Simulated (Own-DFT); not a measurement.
## Calculated data, Hf$_{36}$O$_{71}$ (tetragonal hafnia with one neutral oxygen vacancy, atoms displaced)

A calculation, not a measurement: plane-wave PBE and HSE06 DFT by an unreviewed code, no spin, of a simulated cell at Gamma alone, so results move with cell size and shape, stress positive in tension, energies less offsets, not probed for a lower state with spin; hafnium file: forces about 75 meV/angstrom off all-electron values; oxygen file: force components 24 meV/angstrom off all-electron in a glass; k mesh not checked against a denser one; forces and stress are PBE's, HSE06 gives the energy alone, and its difference from PBE has offsets of its own; offsets are fitted by least squares, one for each functional and potential file, so energies compare only between cells with the same atoms and settings and are not formation energies; the far tail of each file's local potential was reset to the Coulomb form; each entry is a single point on an unrelaxed cell, so the pressure reflects the starting lattice, taken from the Materials Project, from which strain is counted, and rises with the displacements; printed positions are rounded, which can move forces by about a meV/angstrom; the program is a retired in-house code; no spin-orbit coupling. Program: Own-DFT development build.

### Hf$_{36}$O$_{71}$ (tetragonal hafnia with one neutral oxygen vacancy, atoms displaced)

```
cell vectors (Å)
  10.7800     0.0000     0.0000
   0.0000    10.7800     0.0000
   0.0000     0.0000    10.4493
atoms (fractions of the cell vectors)
Hf  0.99624  0.99656  0.00722
Hf  0.16796  0.16451  0.25080
O   0.01147  0.16853  0.14971
O   0.16676  0.99558  0.34945
O   0.00314  0.16887  0.39824
O   0.17157  0.00599  0.08999
Hf  0.00012  0.00431  0.49171
Hf  0.16326  0.17064  0.75027
O   0.99093  0.16232  0.66036
O   0.16887  0.99531  0.85321
O   0.99955  0.16703  0.90220
Hf  0.00609  0.33033  0.99629
Hf  0.16665  0.49991  0.25496
O   0.99845  0.50536  0.15344
O   0.16963  0.32889  0.35332
O   0.00209  0.50380  0.39590
O   0.17220  0.33876  0.09654
Hf  0.00100  0.33558  0.49524
Hf  0.16709  0.49931  0.75192
O   0.99869  0.49232  0.65633
O   0.16965  0.33712  0.84759
O   0.99889  0.50005  0.90539
O   0.16051  0.33353  0.59579
Hf  0.00213  0.66724  0.99814
Hf  0.16286  0.83411  0.25117
O   0.99856  0.83598  0.15038
O   0.16851  0.66132  0.34554
O   0.99357  0.83284  0.39960
O   0.16775  0.65320  0.10124
Hf  0.99109  0.67391  0.49384
Hf  0.16694  0.83042  0.73651
O   0.99472  0.82966  0.64932
O   0.16331  0.66178  0.85397
O   0.00805  0.83029  0.89614
O   0.17315  0.66558  0.60810
Hf  0.32761  0.00365  0.01289
Hf  0.49698  0.16472  0.25282
O   0.33319  0.16950  0.15706
O   0.50848  0.99668  0.34543
O   0.34002  0.16700  0.39963
O   0.48771  0.00009  0.09909
Hf  0.32620  0.99597  0.49479
Hf  0.49681  0.16862  0.75488
O   0.33393  0.16408  0.64922
O   0.50443  0.99990  0.85411
O   0.33299  0.16174  0.89982
O   0.50130  0.99795  0.59993
Hf  0.33898  0.33930  0.00442
Hf  0.50371  0.50264  0.25714
O   0.34547  0.49694  0.15262
O   0.49007  0.32706  0.34970
O   0.33186  0.50013  0.39543
O   0.49776  0.33871  0.09562
Hf  0.32744  0.32933  0.50385
Hf  0.50019  0.50019  0.74700
O   0.33669  0.50311  0.64698
O   0.49700  0.33746  0.84409
O   0.33545  0.49726  0.90172
O   0.50891  0.32815  0.59857
Hf  0.33798  0.67051  0.00186
Hf  0.50454  0.83176  0.24644
O   0.33027  0.83300  0.15691
O   0.49741  0.67188  0.35700
O   0.33516  0.83259  0.40011
O   0.50267  0.65817  0.10132
Hf  0.33430  0.67048  0.49814
Hf  0.50274  0.82878  0.74315
O   0.33084  0.82475  0.65783
O   0.49823  0.66506  0.84172
O   0.33452  0.83440  0.89362
O   0.50265  0.66971  0.59802
Hf  0.66199  0.00168  0.99823
Hf  0.84015  0.16983  0.24352
O   0.66615  0.16412  0.15187
O   0.83876  0.99990  0.35059
O   0.67005  0.16839  0.39754
O   0.83096  0.99724  0.10042
Hf  0.66314  0.00327  0.50507
Hf  0.83987  0.16650  0.74539
O   0.67118  0.17040  0.65849
O   0.83024  0.99060  0.84744
O   0.66050  0.16740  0.90073
O   0.83646  0.00694  0.59988
Hf  0.67632  0.33154  0.00517
Hf  0.82880  0.50085  0.25810
O   0.66545  0.50356  0.15278
O   0.82598  0.33052  0.33920
O   0.65666  0.50000  0.39940
O   0.83488  0.33160  0.10474
Hf  0.66867  0.33408  0.50333
Hf  0.82943  0.50071  0.74990
O   0.66877  0.50127  0.65423
O   0.83652  0.33580  0.84611
O   0.66911  0.49367  0.90709
O   0.82947  0.33660  0.59995
Hf  0.66282  0.66795  0.99946
Hf  0.83611  0.83345  0.24702
O   0.65873  0.83732  0.14169
O   0.84159  0.66490  0.34078
O   0.66583  0.83874  0.40452
O   0.83008  0.66971  0.09347
Hf  0.67057  0.66839  0.50445
Hf  0.82813  0.83269  0.75505
O   0.66542  0.82155  0.65565
O   0.83056  0.66578  0.84351
O   0.66657  0.83488  0.89614
O   0.83340  0.66137  0.59168
```

| Property | Result |
| --- | --- |
| first functional | PBE |
| second functional | HSE06 |
| exact exchange share | 0.25 |
| screening | 0.11 1/bohr |
| exchange divergence | Gygi-Baldereschi |
| potential files | PseudoDojo norm-conserving, scalar-relativistic, made for PBE, standard set |
| wave cutoff | 48 hartree |
| occupations | fixed |
| k mesh | 1 x 1 x 1 centred on Gamma |
| PBE energy of cell above offsets | -97.335 eV |
| HSE06 less PBE above offsets | 0.037 eV |
| PBE pressure | 1.6 GPa |
| PBE stress xx | -3.1 GPa |
| PBE stress yy | -0.13 GPa |
| PBE stress zz | -1.57 GPa |
| PBE stress yz | -0.07 GPa |
| PBE stress xz | 0.34 GPa |
| PBE stress xy | 0.05 GPa |

Force:
| element | x (eV/Å) | y (eV/Å) | z (eV/Å) |
| --- | --- | --- | --- |
| Hf | 0.826 | -0.344 | -2.588 |
| Hf | 1.155 | 1.144 | 0.041 |
| O | -1.41 | -0.376 | -0.171 |
| O | -0.098 | 0.588 | 0.138 |
| O | -0.152 | 0.001 | 0.228 |
| O | -3.625 | -0.469 | 2.994 |
| Hf | -1.13 | -0.647 | 1.499 |
| Hf | 1.146 | -1.474 | 1.332 |
| O | 4.155 | 0.122 | -2.602 |
| O | -0.673 | 1.094 | -2.175 |
| O | -0.064 | -0.751 | 0.223 |
| Hf | -0.186 | 1.564 | 0.502 |
| Hf | 0.765 | -0.474 | -1.94 |
| O | -0.621 | -0.471 | 0.604 |
| O | -0.336 | 0.062 | -0.216 |
| O | -0.271 | -1.103 | 1.139 |
| O | -0.918 | -0.207 | 0.409 |
| Hf | -0.611 | 1.219 | 0.629 |
| Hf | 0.013 | 1.506 | -0.031 |
| O | 0.106 | 0.255 | -0.498 |
| O | -0.576 | -1.09 | -0.104 |
| O | -0.006 | -0.246 | -0.038 |
| O | 0.309 | -0.558 | 0.539 |
| Hf | 0.513 | -1.126 | -0.149 |
| Hf | 1.144 | -1.981 | -0.322 |
| O | 0.884 | 0.257 | -0.096 |
| O | -0.291 | 2.397 | 0.804 |
| O | 0.57 | 0.655 | -0.656 |
| O | 0.299 | 1.079 | -0.265 |
| Hf | 1.868 | -1.18 | 1.4 |
| Hf | -1.083 | -0.247 | 3.047 |
| O | 0.298 | 0.19 | -0.787 |
| O | 0.259 | 0.305 | -0.519 |
| O | -0.903 | 0.629 | 1.161 |
| O | -1.511 | 0.025 | -1.58 |
| Hf | 2.167 | -0.6 | -4.789 |
| Hf | 1.033 | 0.325 | 0.008 |
| O | -0.604 | -0.248 | -0.361 |
| O | -0.439 | 0.171 | 0.192 |
| O | -0.944 | -1.607 | 0.71 |
| O | 2.298 | 0.004 | 0.877 |
| Hf | 1.01 | 0.915 | 0.944 |
| Hf | 0.756 | -0.48 | 0.556 |
| O | -1.253 | 0.137 | -0.162 |
| O | 0.36 | -0.23 | -1.014 |
| O | -0.035 | 1.107 | 0.444 |
| O | -0.816 | -0.313 | -0.308 |
| Hf | 0.042 | -0.285 | -0.796 |
| Hf | -0.966 | -0.864 | -0.353 |
| O | -1.769 | 0.246 | 0.198 |
| O | 0.595 | 1.088 | -0.22 |
| O | -0.102 | -0.048 | 1.289 |
| O | 2.072 | -0.849 | 0.353 |
| Hf | 1.876 | 0.788 | -0.937 |
| Hf | -0.407 | -0.577 | 0.396 |
| O | -0.314 | -0.865 | 0.149 |
| O | -0.205 | -0.568 | 0.057 |
| O | -0.06 | 1.267 | -0.058 |
| O | -1.708 | 0.314 | -0.102 |
| Hf | -1.17 | -0.466 | -0.968 |
| Hf | -0.68 | 0.411 | 0.834 |
| O | -0.279 | -0.413 | -0.319 |
| O | 0.347 | -0.191 | -0.973 |
| O | -0.687 | 0.716 | 0.343 |
| O | -0.355 | 1.143 | -0.108 |
| Hf | 0.118 | -1.497 | 0.367 |
| Hf | -1.287 | 1.326 | 2.035 |
| O | 1.144 | 0.98 | -2.122 |
| O | 0.427 | -0.084 | 0.999 |
| O | 0.177 | -0.565 | 1.846 |
| O | -0.186 | -0.125 | -0.232 |
| Hf | -1.315 | 0.172 | -0.656 |
| Hf | -1.725 | -0.722 | 0.41 |
| O | 0.349 | -0.046 | -0.114 |
| O | 0.423 | 0.126 | -0.893 |
| O | -0.112 | -0.389 | 1.091 |
| O | 0.488 | 0.262 | 0.063 |
| Hf | 0.624 | 1.021 | -0.828 |
| Hf | -3.579 | -0.271 | 2.318 |
| O | -0.68 | -0.527 | -0.762 |
| O | 0.408 | 1.992 | 0.918 |
| O | 0.594 | 0.372 | 0.855 |
| O | -0.524 | -0.639 | -0.689 |
| Hf | -1.598 | -0.201 | -0.55 |
| Hf | 0.691 | -0.798 | -2.735 |
| O | 0.869 | -0.282 | 0.433 |
| O | 0.757 | 0.634 | 1.544 |
| O | 1.097 | 0.314 | 0.804 |
| O | 1.028 | -0.48 | -0.725 |
| Hf | -0.691 | -1.079 | -0.643 |
| Hf | 1.055 | -0.677 | 0.68 |
| O | -0.622 | 0.381 | -0.653 |
| O | -0.024 | -0.729 | 0.496 |
| O | -0.016 | 1.102 | -0.274 |
| O | 1.356 | -0.242 | -0.873 |
| Hf | 0.768 | -0.568 | -0.55 |
| Hf | -1.574 | 0.664 | -0.065 |
| O | 1.286 | -0.246 | 0.692 |
| O | -0.548 | 1.179 | 1.175 |
| O | 0.788 | -1.237 | -0.172 |
| O | 0.037 | 0.628 | 0.166 |
| Hf | -2.013 | 0.315 | -0.69 |
| Hf | 0.81 | -0.176 | -0.314 |
| O | 1.357 | 0.405 | -1.214 |
| O | 0.003 | 0.113 | 0.237 |
| O | -0.125 | -0.713 | 0.621 |
| O | 0.356 | -0.069 | 0.176 |
